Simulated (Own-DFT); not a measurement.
Simulation results for AlGa3N4 (wurtzite random alloy, strained, atoms displaced)

A calculation, not a measurement: plane-wave density functional theory by an unreviewed code, no spin, of a simulated periodic cell, stress positive in tension, run twice, with PBE and with PBEsol, both on files made for PBE, so the change isn't that of files made for PBEsol, forces on such cells passed a denser k mesh, this cell's mesh not checked; the far tail of each file's local potential was reset to the Coulomb form; each entry is a single point on an unrelaxed cell, so the pressure reflects the starting lattice, mostly measured values (interpolated for alloys), from which strain is counted, and rises with the displacements; printed positions are rounded, which can move forces by about a meV/angstrom; the program, named Own-DFT, is a retired in-house code; no spin-orbit coupling; stress was not checked against mesh or cutoff. Program: Own-DFT development build.

## AlGa3N4 (wurtzite random alloy, strained, atoms displaced)

```
AlGa3N4
1.0
      9.3428     0.0000     0.0000
     -4.6714     8.0911     0.0000
      0.0000     0.0000    10.2685
Al Ga N Ga N Ga N Al Ga N Ga N Al Ga N Ga N Ga N Al N Ga N Ga Al N Ga N Ga N Ga N Al Ga N Ga N Ga N Al N
1 1 2 2 2 2 2 1 1 2 2 2 1 1 2 2 2 2 2 2 2 2 2 1 1 2 2 2 2 2 2 2 1 1 2 2 2 2 2 2 2
Direct
  0.10978 0.22127 0.99882
  0.22328 0.11413 0.24255
  0.10605 0.22406 0.19447
  0.23115 0.10787 0.43817
  0.11283 0.22192 0.50594
  0.22883 0.11314 0.74601
  0.11002 0.21805 0.68429
  0.21325 0.10906 0.94110
  0.11735 0.55596 0.99860
  0.22454 0.44576 0.24093
  0.11555 0.55581 0.18711
  0.21686 0.43105 0.44311
  0.10534 0.56073 0.50608
  0.22629 0.45276 0.74846
  0.10823 0.54988 0.68445
  0.22216 0.44110 0.93679
  0.10729 0.88218 0.99423
  0.22464 0.77884 0.24888
  0.10673 0.88096 0.19407
  0.21478 0.76982 0.44115
  0.11409 0.88644 0.50256
  0.23061 0.78574 0.75098
  0.09505 0.87398 0.68764
  0.21653 0.77507 0.94246
  0.45050 0.22751 0.99863
  0.54507 0.11374 0.24843
  0.45650 0.21977 0.18142
  0.55156 0.09932 0.44451
  0.43989 0.21719 0.49427
  0.55460 0.10711 0.74568
  0.45559 0.22344 0.69032
  0.55414 0.11613 0.93744
  0.43952 0.55122 0.99855
  0.55302 0.42546 0.25214
  0.45020 0.55739 0.19376
  0.56154 0.45620 0.43464
  0.44379 0.55240 0.50043
  0.55314 0.43573 0.74575
  0.45261 0.55801 0.68215
  0.55298 0.44617 0.93347
  0.43625 0.88977 0.99079
  0.55346 0.78439 0.24572
  0.44563 0.89572 0.19425
  0.56051 0.78547 0.43964
  0.44527 0.88596 0.50383
  0.56280 0.78009 0.75301
  0.43974 0.87805 0.68165
  0.56119 0.77616 0.93496
  0.78762 0.22732 0.99708
  0.87971 0.11122 0.24908
  0.78678 0.22213 0.18542
  0.88285 0.11059 0.43793
  0.78169 0.22253 0.49893
  0.88282 0.11644 0.75133
  0.77942 0.22453 0.68107
  0.89384 0.11641 0.94188
  0.77112 0.55648 0.00070
  0.88592 0.44644 0.24561
  0.77153 0.54496 0.18933
  0.88605 0.45428 0.43371
  0.77659 0.54884 0.49652
  0.89296 0.46316 0.75157
  0.77805 0.55529 0.68552
  0.88866 0.44816 0.93828
  0.77609 0.87979 0.99467
  0.89199 0.77182 0.25996
  0.76996 0.88984 0.18442
  0.88640 0.77800 0.43816
  0.77741 0.89200 0.49788
  0.89406 0.78432 0.73948
  0.77968 0.88976 0.68908
  0.89428 0.77929 0.93465
```

Here we set functional PBE, then PBEsol, potential files PseudoDojo norm-conserving, scalar-relativistic, standard set, wave cutoff 42 hartree, occupations Fermi-Dirac, smearing width 0.1 eV and k mesh 4 x 4 x 3 centred on Gamma.

Results for AlGa3N4 (wurtzite random alloy, strained, atoms displaced): PBE pressure 15.4 GPa; PBE stress xx -19.99 GPa; PBE stress yy -15.83 GPa; PBE stress zz -10.38 GPa; PBE stress yz 0.69 GPa; PBE stress xz -0.4 GPa; PBE stress xy 1.6 GPa; PBEsol pressure 10.23 GPa; PBEsol stress xx -14.7 GPa; PBEsol stress yy -10.68 GPa; PBEsol stress zz -5.3 GPa; PBEsol stress yz 0.67 GPa; PBEsol stress xz -0.38 GPa; PBEsol stress xy 1.53 GPa; rms change of force components from PBE to PBEsol 0.075 eV/Å.

Force:
| force element | PBE force x (eV/Å) | PBE force y (eV/Å) | PBE force z (eV/Å) | PBEsol force x (eV/Å) | PBEsol force y (eV/Å) | PBEsol force z (eV/Å) |
| --- | --- | --- | --- | --- | --- | --- |
| Al | -0.164 | -0.009 | 0.81 | -0.17 | 0.009 | 0.833 |
| Ga | -0.264 | -0.763 | 0.804 | -0.259 | -0.76 | 0.802 |
| N | 1.033 | -0.771 | -2.375 | 1.018 | -0.744 | -2.21 |
| N | -2.351 | -1.552 | -0.538 | -2.282 | -1.356 | -0.566 |
| Ga | -0.272 | -1.454 | -1.717 | -0.26 | -1.384 | -1.682 |
| Ga | -0.935 | -0.511 | 0.696 | -0.917 | -0.489 | 0.686 |
| N | 0.125 | 0.485 | 2.031 | 0.128 | 0.477 | 1.969 |
| N | 1.112 | 0.546 | -0.348 | 1.249 | 0.436 | -0.404 |
| Ga | -1.103 | -0.831 | 0.646 | -1.086 | -0.808 | 0.621 |
| Ga | 0.3 | 0.005 | 2.445 | 0.286 | -0.011 | 2.397 |
| N | -0.902 | 0.347 | -0.457 | -0.875 | 0.34 | -0.452 |
| N | -1.297 | 3.025 | -0.983 | -1.165 | 2.898 | -0.972 |
| Al | 1.208 | -1.752 | -1.647 | 1.216 | -1.774 | -1.648 |
| Ga | 0.905 | -1.262 | -0.496 | 0.87 | -1.235 | -0.485 |
| N | -0.169 | 1.493 | 0.391 | -0.161 | 1.457 | 0.584 |
| N | 0.705 | -0.111 | 0.336 | 0.54 | -0.021 | 0.218 |
| Ga | -0.668 | 1.313 | 1.946 | -0.65 | 1.281 | 1.888 |
| Ga | 0.02 | -0.587 | 1.015 | 0.012 | -0.562 | 0.985 |
| N | 0.052 | 1.271 | -1.554 | 0.055 | 1.239 | -1.51 |
| N | -0.008 | 0.707 | 0.179 | 0.133 | 0.797 | 0.053 |
| Al | -0.742 | -0.121 | -0.872 | -0.731 | -0.105 | -0.866 |
| Ga | -1.309 | -1.684 | -0.102 | -1.279 | -1.653 | -0.102 |
| N | 3.076 | 2.456 | -1.198 | 3.248 | 2.515 | -1.106 |
| N | 0.938 | -0.076 | -1.74 | 0.928 | -0.064 | -1.705 |
| Ga | -1.318 | -0.387 | -0.793 | -1.266 | -0.401 | -0.782 |
| Ga | 4.851 | -1.554 | 2.129 | 4.728 | -1.549 | 2.055 |
| N | -4.169 | 1.768 | -0.185 | -4.066 | 1.541 | -0.247 |
| N | -0.394 | 2.374 | -1.466 | -0.395 | 2.329 | -1.435 |
| Ga | 2.025 | 1.664 | 1.133 | 1.975 | 1.612 | 1.116 |
| Ga | 1.341 | -0.079 | 0.424 | 1.299 | -0.055 | 0.409 |
| N | -1.725 | -1.389 | -1.488 | -1.698 | -1.362 | -1.446 |
| N | 1.277 | -0.8 | -0.814 | 1.239 | -0.79 | -0.799 |
| Al | 0.687 | 0.657 | 0.705 | 0.663 | 0.66 | 0.711 |
| Al | -1.1 | 3.149 | 0.042 | -1.109 | 3.121 | 0.061 |
| N | 0.84 | -0.16 | -1.637 | 0.708 | -0.247 | -1.572 |
| N | 0.169 | -2.643 | -0.928 | 0.167 | -2.569 | -0.731 |
| Ga | -0.99 | 0.99 | -1.158 | -0.955 | 0.953 | -1.12 |
| Ga | -0.037 | 2.146 | 0.466 | -0.033 | 2.086 | 0.449 |
| N | -0.596 | -0.347 | 1.496 | -0.589 | -0.346 | 1.465 |
| N | 0.105 | 0.888 | 0.924 | 0.111 | 0.704 | 0.795 |
| Ga | 2.069 | 0.549 | 1.851 | 2.004 | 0.554 | 1.804 |
| Al | 0.888 | -0.725 | 1.109 | 0.859 | -0.738 | 1.124 |
| N | 0.54 | -1.155 | -1.76 | 0.362 | -1.04 | -1.758 |
| N | 0.543 | -0.982 | -1.261 | 0.371 | -1.035 | -1.154 |
| Ga | -0.528 | -1.215 | -1.646 | -0.506 | -1.181 | -1.606 |
| Ga | -0.157 | -0.805 | -1.099 | -0.153 | -0.78 | -1.08 |
| N | 0.525 | 1.156 | 2.287 | 0.505 | 1.142 | 2.243 |
| N | -2.233 | -1.138 | 0.85 | -2.163 | -0.97 | 0.764 |
| Ga | -1.275 | -0.346 | 0.662 | -1.237 | -0.343 | 0.644 |
| Ga | 1.967 | -1.303 | 0.962 | 1.928 | -1.252 | 0.932 |
| N | -3.241 | 1.096 | -0.41 | -3.158 | 1.08 | -0.397 |
| N | 1.647 | -0.893 | 0.025 | 1.589 | -0.705 | -0.03 |
| Ga | -1.098 | 0.777 | -0.597 | -1.077 | 0.742 | -0.573 |
| Ga | 1.551 | -0.338 | 0.153 | 1.513 | -0.334 | 0.143 |
| N | -0.762 | 0.808 | 1.454 | -0.738 | 0.766 | 1.422 |
| N | 0.586 | -0.868 | -0.913 | 0.398 | -0.927 | -0.961 |
| Al | 0.843 | 0.131 | -0.082 | 0.849 | 0.134 | -0.074 |
| Ga | 1.878 | -0.745 | 0.438 | 1.825 | -0.724 | 0.432 |
| N | -1.633 | 0.983 | -1.493 | -1.44 | 1.028 | -1.354 |
| N | 3.098 | -1.649 | 0.007 | 2.893 | -1.677 | -0.038 |
| Ga | -1.564 | 1.73 | 1.142 | -1.537 | 1.675 | 1.1 |
| Ga | 1.003 | -2.262 | 0.34 | 0.989 | -2.224 | 0.327 |
| N | -1.215 | 1.644 | -0.125 | -1.169 | 1.461 | -0.164 |
| N | -0.609 | 0.923 | 0.274 | -0.468 | 0.83 | 0.217 |
| Ga | 0.379 | 1.759 | 1.359 | 0.363 | 1.739 | 1.321 |
| Ga | -2.016 | 0.139 | -1.79 | -1.946 | 0.131 | -1.743 |
| N | 0.929 | -0.976 | 0.323 | 1.044 | -0.86 | 0.259 |
| N | 0.43 | 1.18 | 2.116 | 0.445 | 1.007 | 1.955 |
| Al | 0.153 | -0.239 | 0.216 | 0.151 | -0.239 | 0.243 |
| Al | -2.578 | -2.04 | 1.863 | -2.601 | -2.052 | 1.903 |
| N | 0.591 | 0.377 | -1.08 | 0.416 | 0.45 | -0.967 |
| N | -0.965 | -2.015 | -1.3 | -0.94 | -1.824 | -1.188 |
